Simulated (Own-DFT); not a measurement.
Simulation results for Si47N64 (beta silicon nitride with one vacancy, atoms displaced)

All values are calculated (Own-DFT development build). A calculation, not a measurement: plane-wave PBE density functional theory by an unreviewed code, no spin, of a simulated periodic cell, stress positive in tension, free energy of the whole cell less one offset for each atom, defect cell not probed for a lower state with spin; forces on such cells moved up to 12 meV/angstrom on a denser k mesh; offsets are fitted by least squares, one for each functional and potential file, so energies compare only between cells with the same atoms and settings and are not formation energies; the far tail of each file's local potential was reset to the Coulomb form; each entry is a single point on an unrelaxed cell, so the pressure reflects the starting lattice, mostly measured values (interpolated for alloys), from which strain is counted, and rises with the displacements; printed positions are rounded, which can move forces by about a meV/angstrom; the program, named Own-DFT, is a retired in-house code; no spin-orbit coupling; before rounding, a Quantum ESPRESSO 7.3.1 run of the same cell and cutoff gave forces within 1 meV/angstrom rms on each cell, which checks the program and not the settings.

Common to all runs: functional PBE; potential files PseudoDojo norm-conserving, scalar-relativistic, standard set; wave cutoff 42 hartree; occupations Fermi-Dirac; smearing width 0.1 eV; k mesh 2 x 2 x 4 centred on Gamma.

(1) Si47N64 (beta silicon nitride with one vacancy, atoms displaced)

```
cell vectors (Å)
  15.2120     0.0000     0.0000
  -7.6060    13.1740     0.0000
   0.0000     0.0000     5.8180
atoms (fractions of the cell vectors)
Si  0.08242  0.37936  0.11557
Si  0.11228  0.19906  0.12870
Si  0.29896  0.41652  0.12269
Si  0.41470  0.11905  0.37776
Si  0.38570  0.30184  0.37025
Si  0.19746  0.08325  0.38577
N   0.17009  0.02060  0.11989
N   0.48752  0.15672  0.14012
N   0.34576  0.33266  0.12253
N   0.34008  0.48669  0.36226
N   0.02338  0.35106  0.37042
N   0.14921  0.16578  0.35871
N   0.16246  0.33458  0.11487
N   0.33796  0.16609  0.39357
Si  0.09453  0.39062  0.62204
Si  0.11870  0.20740  0.62272
Si  0.29329  0.41096  0.63489
Si  0.41392  0.11898  0.87630
Si  0.38751  0.29653  0.87944
Si  0.20566  0.08445  0.88127
N   0.17159  0.01878  0.62128
N   0.48615  0.15194  0.63608
N   0.34562  0.33042  0.61401
N   0.33938  0.48707  0.87111
N   0.01555  0.34517  0.86411
N   0.14540  0.16597  0.87984
N   0.16693  0.32769  0.62839
N   0.33006  0.16748  0.87566
Si  0.08303  0.88150  0.11636
Si  0.11819  0.70301  0.13317
Si  0.29637  0.90933  0.12668
Si  0.41350  0.60710  0.38261
Si  0.38066  0.79401  0.37815
Si  0.20010  0.58392  0.38004
N   0.16425  0.51241  0.11076
N   0.48330  0.64862  0.12872
N   0.35633  0.83908  0.13070
N   0.33706  0.98949  0.38637
N   0.01685  0.85088  0.37181
N   0.14692  0.66835  0.37468
N   0.16824  0.84093  0.12886
N   0.33656  0.66965  0.37681
Si  0.08234  0.88193  0.62865
Si  0.11032  0.70278  0.62876
Si  0.29125  0.90369  0.62604
Si  0.41687  0.61563  0.86891
Si  0.38219  0.79516  0.87613
Si  0.20856  0.58700  0.85285
N   0.16562  0.51665  0.63123
N   0.48439  0.65192  0.62111
N   0.34681  0.82965  0.63228
N   0.33741  0.98405  0.87243
N   0.01720  0.85573  0.86746
N   0.14828  0.66791  0.86473
N   0.16997  0.83361  0.61327
N   0.32924  0.66601  0.87549
Si  0.58376  0.38250  0.12864
Si  0.61745  0.20071  0.11368
Si  0.79743  0.41472  0.12685
Si  0.91623  0.11908  0.37999
Si  0.88642  0.29542  0.39113
Si  0.69628  0.07987  0.39589
N   0.67002  0.01727  0.12760
N   0.98430  0.14721  0.11672
N   0.84427  0.32978  0.13147
N   0.83592  0.48109  0.37961
N   0.51191  0.34321  0.39017
N   0.64690  0.16555  0.37482
N   0.66667  0.33660  0.14032
N   0.83112  0.16898  0.35500
Si  0.58732  0.38365  0.62621
Si  0.61812  0.19986  0.62764
Si  0.79624  0.41359  0.62699
Si  0.91245  0.11129  0.88011
Si  0.88552  0.29781  0.89223
Si  0.69758  0.08388  0.86227
N   0.66928  0.01351  0.61600
N   0.98564  0.14816  0.62767
N   0.84866  0.33154  0.61621
N   0.83852  0.49346  0.88144
N   0.51880  0.35536  0.88297
N   0.64573  0.16391  0.87470
N   0.66399  0.33061  0.63556
N   0.83227  0.16643  0.87544
Si  0.58178  0.88243  0.13630
Si  0.61594  0.70628  0.13640
Si  0.90590  0.61047  0.39146
Si  0.88685  0.79794  0.35361
Si  0.70449  0.59091  0.38505
N   0.66709  0.51621  0.13245
N   0.98442  0.65140  0.11083
N   0.85148  0.84146  0.12020
N   0.83157  0.97912  0.37417
N   0.51869  0.85020  0.36045
N   0.64828  0.65640  0.37996
N   0.67287  0.83339  0.11994
N   0.83999  0.66555  0.36349
Si  0.58765  0.88341  0.62095
Si  0.61485  0.69588  0.63355
Si  0.80267  0.91202  0.63065
Si  0.91466  0.61579  0.88821
Si  0.88173  0.79214  0.86844
Si  0.69327  0.57795  0.87461
N   0.67084  0.51796  0.62709
N   0.98118  0.64850  0.63336
N   0.84932  0.82997  0.62424
N   0.83024  0.98193  0.87685
N   0.52200  0.85714  0.87150
N   0.65262  0.66230  0.87738
N   0.66808  0.83402  0.61913
N   0.82775  0.66288  0.87496
```

It finds free energy of cell above offsets 3.153 eV; pressure 7.32 GPa; stress xx -5.63 GPa; stress yy -6.84 GPa; stress zz -9.5 GPa; stress yz 0.85 GPa; stress xz -0.64 GPa; stress xy -0.25 GPa.

Force:
```csv
element,x (eV/Å),y (eV/Å),z (eV/Å)
Si,0.965,1.834,-0.433
Si,-0.6,2.04,-2.667
Si,-1.456,-2.657,-0.8
Si,0.999,-1.094,1.741
Si,0.076,-3.159,0.646
Si,2.002,2.986,-3.495
N,-0.669,-3.375,2.526
N,0.191,-0.289,-2.917
N,0.558,0.726,-0.388
N,-0.91,-3.331,2.901
N,-2.58,-0.683,1.587
N,0.99,-0.597,4.074
N,3.251,-0.431,0.546
N,-4.038,1.559,-1.003
Si,-0.672,-4.012,0.053
Si,0.672,-5.169,0.418
Si,2.313,-0.685,-2.186
Si,0.012,-1.381,1.113
Si,-1.892,0.228,-1.475
Si,-2.799,2.041,-1.981
N,-0.963,-3.278,2.784
N,0.72,0.38,-0.861
N,-0.364,1.327,2.523
N,-0.352,-0.405,-0.073
N,-0.807,0.569,-0.025
N,2.318,-1.167,-1.694
N,-1.855,5.956,-0.334
N,2.574,0.766,0.345
Si,0.975,2.54,1.236
Si,-2.536,1.284,-3.532
Si,-0.211,3.745,0.576
Si,-1.912,4.636,-2.023
Si,1.288,1.331,0.234
Si,0.254,2.076,-3.561
N,-0.196,1.102,1.036
N,0.496,-0.113,-0.497
N,-0.442,-0.755,-0.512
N,0.492,-2.898,-1.055
N,-0.044,0.125,0.039
N,2.556,-2.183,1.916
N,0.894,-3.217,-0.335
N,-0.161,-3.537,0.237
Si,2.906,1.95,-2.661
Si,0.244,0.443,-0.695
Si,2.048,5.329,-0.049
Si,-1.762,1.096,1.794
Si,1.416,1.039,0.654
Si,-3.842,1.675,6.118
N,0.285,-1.475,-3.542
N,1.244,-0.011,0.821
N,0.316,0.177,-1.221
N,-0.156,-0.358,0.651
N,-1.411,-1.519,1.126
N,2.198,-1.201,1.804
N,-4.406,-1.858,0.566
N,4.142,0.89,-0.074
Si,1.679,1.028,2.328
Si,-2.203,2.174,3.801
Si,-0.28,-0.627,-0.406
Si,-1.629,-2.666,-1.484
Si,0.49,0.351,-2.916
Si,0.751,5.146,-8.238
N,-1.485,-1.007,-0.128
N,-0.451,0.354,2.489
N,0.379,1.144,0.415
N,-0.098,1.071,-0.065
N,0.464,1.593,-1.932
N,1.749,-1.547,0.166
N,0.912,-1.274,-0.953
N,1.337,-1.779,1.522
Si,0.751,0.181,0.474
Si,-3.201,1.41,-1.405
Si,0.28,-1.039,1.31
Si,-1.712,-0.94,-1.158
Si,-0.342,-1.117,-2.718
Si,2.298,0.695,3.672
N,-0.819,-2.545,4.404
N,0.434,0.816,-0.241
N,-1.28,1.468,4.052
N,-0.065,-5.359,-0.679
N,-1.461,-0.633,-1.359
N,2.548,-1.684,-1.044
N,1.133,1.015,0.063
N,-0.162,-0.369,-0.444
Si,6.291,3.165,-5.852
Si,1.878,-0.817,-1.005
Si,3.658,0.297,-2.002
Si,-1.453,0.335,1.427
Si,3.721,-1.644,-1.918
N,-0.548,-1.401,0.522
N,2.363,1.11,5.582
N,1.423,-1.602,-0.941
N,0.253,2.334,1.017
N,-4.228,-1.944,6.532
N,-3.936,2.594,0.22
N,-2.498,0.644,0.331
N,-4.674,1.106,0.456
Si,1.02,-0.704,-0.417
Si,0.25,2.521,-0.786
Si,-0.666,-0.546,-0.321
Si,-2.895,1.619,-2.774
Si,-1.394,1.181,1.751
Si,2.326,2.463,2.216
N,-0.414,-2.952,-1.136
N,0.308,0.32,-0.761
N,0.57,-0.277,-1.743
N,0.197,0.754,-1.113
N,-2.653,-1.763,0.175
N,-2.585,0.557,0.872
N,0.226,-2.016,0.24
N,1.083,-0.207,-0.076
```

(2) Si47N64 (beta silicon nitride with one vacancy, atoms displaced)

```
cell vectors (Å)
  15.2120     0.0000     0.0000
  -7.6060    13.1740     0.0000
   0.0000     0.0000     5.8180
atoms (fractions of the cell vectors)
Si  0.08740  0.38293  0.11588
Si  0.11410  0.19999  0.13003
Si  0.30003  0.41041  0.11547
Si  0.41877  0.11539  0.37346
Si  0.38059  0.29555  0.37264
Si  0.19899  0.08578  0.37344
N   0.17027  0.01277  0.10387
N   0.48382  0.15214  0.12051
N   0.35780  0.33308  0.12736
N   0.33500  0.48200  0.37996
N   0.02542  0.35461  0.38341
N   0.15079  0.16675  0.37124
N   0.16831  0.33055  0.11923
N   0.33066  0.16731  0.37809
Si  0.08236  0.38132  0.62656
Si  0.11422  0.20130  0.62946
Si  0.30262  0.41104  0.61054
Si  0.41414  0.11637  0.86965
Si  0.38722  0.29892  0.86519
Si  0.20596  0.08809  0.87793
N   0.16839  0.01872  0.61569
N   0.48000  0.14547  0.63322
N   0.35121  0.33173  0.63152
N   0.33934  0.48822  0.88948
N   0.01031  0.35013  0.87453
N   0.15331  0.16290  0.88534
N   0.16025  0.32779  0.62319
N   0.33203  0.16243  0.87791
Si  0.07793  0.87918  0.13089
Si  0.11687  0.69969  0.13157
Si  0.29726  0.91768  0.12338
Si  0.40825  0.60920  0.36702
Si  0.37904  0.79483  0.38231
Si  0.20154  0.58635  0.37874
N   0.17153  0.51712  0.12289
N   0.48744  0.65025  0.13587
N   0.34251  0.83247  0.11605
N   0.33622  0.99101  0.38192
N   0.02169  0.85097  0.38622
N   0.15156  0.66688  0.37740
N   0.16867  0.83586  0.12466
N   0.32745  0.66941  0.37171
Si  0.09087  0.88319  0.61353
Si  0.11513  0.70551  0.62858
Si  0.29437  0.91372  0.62919
Si  0.41145  0.60964  0.87054
Si  0.38825  0.80107  0.87449
Si  0.19488  0.58553  0.87836
N   0.15974  0.51426  0.63200
N   0.48509  0.65183  0.62439
N   0.34170  0.82591  0.63254
N   0.33427  0.98961  0.87556
N   0.01553  0.85081  0.87449
N   0.15273  0.66394  0.87589
N   0.16382  0.83392  0.62413
N   0.33202  0.66517  0.86605
Si  0.59058  0.38846  0.13190
Si  0.61877  0.19642  0.12824
Si  0.79865  0.41269  0.10858
Si  0.91435  0.11530  0.37774
Si  0.88186  0.30095  0.38357
Si  0.70450  0.08533  0.38037
N   0.66896  0.01705  0.11837
N   0.98941  0.14811  0.12796
N   0.84549  0.32541  0.11889
N   0.82986  0.48705  0.38369
N   0.51485  0.35100  0.37231
N   0.65232  0.16741  0.37264
N   0.66669  0.33528  0.12183
N   0.83583  0.17088  0.36543
Si  0.58090  0.37808  0.62344
Si  0.61478  0.20297  0.63527
Si  0.80657  0.41811  0.62080
Si  0.91540  0.11812  0.88460
Si  0.88735  0.30492  0.87472
Si  0.70810  0.09086  0.86958
N   0.67007  0.01434  0.62829
N   0.99024  0.15562  0.63252
N   0.85074  0.33042  0.62384
N   0.82694  0.47833  0.87296
N   0.51913  0.35254  0.87073
N   0.64812  0.16511  0.87919
N   0.67059  0.33333  0.62551
N   0.82713  0.17224  0.86782
Si  0.58986  0.89053  0.13549
Si  0.61210  0.70299  0.13039
Si  0.79337  0.90894  0.12040
Si  0.92036  0.61435  0.36476
Si  0.88645  0.80639  0.36495
Si  0.70085  0.58843  0.38948
N   0.66523  0.51495  0.13082
N   0.98656  0.65254  0.12932
N   0.85269  0.83914  0.12755
N   0.83115  0.98246  0.37123
N   0.52112  0.85299  0.38420
N   0.64489  0.66318  0.38350
N   0.66827  0.83762  0.13512
N   0.82821  0.66464  0.38271
Si  0.58456  0.88373  0.62661
Si  0.79457  0.90901  0.63304
Si  0.91475  0.61489  0.87699
Si  0.88451  0.80133  0.87387
Si  0.69638  0.58378  0.88804
N   0.66956  0.51294  0.62411
N   0.98037  0.64439  0.61698
N   0.84972  0.83167  0.60840
N   0.83234  0.98193  0.87209
N   0.52002  0.85460  0.87745
N   0.65197  0.66586  0.87558
N   0.67668  0.83177  0.63974
N   0.83357  0.66963  0.88183
```

It finds free energy of cell above offsets 2.854 eV; pressure 7.53 GPa; stress xx -5.88 GPa; stress yy -6.66 GPa; stress zz -10.06 GPa; stress yz 2.25 GPa; stress xz -0.45 GPa; stress xy -1.48 GPa.

Force:
```csv
element,x (eV/Å),y (eV/Å),z (eV/Å)
Si,1.383,0.596,1.777
Si,2.179,1.315,-1.313
Si,-0.077,-1.051,1.634
Si,-3.198,1.759,-0.063
Si,2.769,-1.236,1.034
Si,1.817,0.472,-2.187
N,-1.246,-1.415,4.166
N,2.041,0.114,0.483
N,-3.171,2.022,-2.252
N,-0.162,-0.683,-2.742
N,-4.698,-1.838,-4.192
N,-0.107,-0.447,1.628
N,-0.643,0.764,-0.241
N,1.453,-0.704,-0.102
Si,3.028,1.442,1.684
Si,2.703,0.137,0.475
Si,-2.861,-0.863,4.045
Si,-1.816,0.119,2.471
Si,2.062,-2.434,3.148
Si,-0.123,-0.673,-2.044
N,-0.381,-2.277,1.494
N,3.211,1.858,-2.432
N,-1.617,1.226,-2.297
N,-0.086,-4.472,-2.543
N,2.272,1.03,0.561
N,-1.915,1.046,-1.276
N,2.165,2.613,0.318
N,0.825,3.02,-0.391
Si,4.03,2.323,-2.319
Si,0.268,3.022,-1.199
Si,-0.331,-0.206,0.625
Si,0.836,3.414,2.661
Si,0.815,1.568,-1.705
Si,-0.186,-0.553,0.28
N,-1.07,-1.632,0.826
N,-3.311,-1.448,-1.885
N,1.499,0.405,1.713
N,0.356,-3.236,-0.498
N,-4.163,-1.758,-2.773
N,-0.624,-0.461,0.974
N,-1.221,-1.906,0.156
N,2.864,-2.127,-0.324
Si,-1.969,3.431,4.356
Si,0.768,-1.129,-0.177
Si,0.96,0.508,-0.124
Si,0.834,4.849,-0.014
Si,0.301,-2.102,0.955
Si,4.816,-0.295,-0.892
N,0.093,-0.449,-0.652
N,-1.713,-0.722,-0.821
N,-1.243,2.167,-0.863
N,0.416,-2.148,-0.449
N,-0.417,-0.362,-0.843
N,-4.37,2.198,0.146
N,2.888,-1.058,0.268
N,0.273,0.377,0.608
Si,-0.163,-1.525,-1.022
Si,-3.807,3.142,-0.455
Si,-1.623,-2.414,4.448
Si,-0.884,-0.38,0.472
Si,4.033,-1.964,-3.476
Si,0.349,0.905,-1.171
N,-0.298,1.196,1.057
N,-2.832,-0.799,0.231
N,-2.099,3.128,2.097
N,1.904,-0.287,-3.414
N,-0.836,-0.737,0.422
N,0.982,-1.455,2.755
N,1.49,-1.506,0.246
N,0.873,-0.776,0.589
Si,3.273,2.459,-0.84
Si,-0.226,0.618,-1.404
Si,-2.793,-3.145,-0.288
Si,-1.759,-0.744,-1.423
Si,-0.204,-3.668,-0.15
Si,-2.55,-2.037,0.632
N,-0.7,0.429,-0.36
N,-3.043,-2.102,-0.153
N,-2.701,3.026,1.246
N,1.737,4.391,-0.783
N,-1.544,-0.85,1.612
N,1.528,-1.365,-1.252
N,-0.461,-0.107,-0.18
N,5.649,1.012,0.199
Si,0.73,-1.247,-1.29
Si,2.362,0.417,-0.36
Si,0.106,2.056,0.866
Si,-5.842,-0.526,2.132
Si,2.351,-4.017,1.928
Si,-0.876,0.197,-0.663
N,0.1,0.138,1.133
N,1.52,-0.065,-2.667
N,-0.055,0.463,-2.298
N,0.654,1.299,0.703
N,-3.702,-1.184,-1.74
N,0.149,0.211,-1.334
N,-1.209,-1.811,-0.227
N,3.269,2.46,-0.908
Si,4.732,-0.793,1.638
Si,3.113,1.756,-2.514
Si,-2.918,0.267,-0.681
Si,0.387,-1.427,-1.574
Si,0.984,1.444,-2.462
N,-0.854,-0.996,1.755
N,2.407,1.145,2.225
N,-0.522,1.886,3.217
N,0.695,2.426,1.118
N,-1.551,-0.344,1.096
N,-1.084,0.675,2.263
N,-6.477,-1.637,-0.049
N,1.029,-1.345,0.184
```
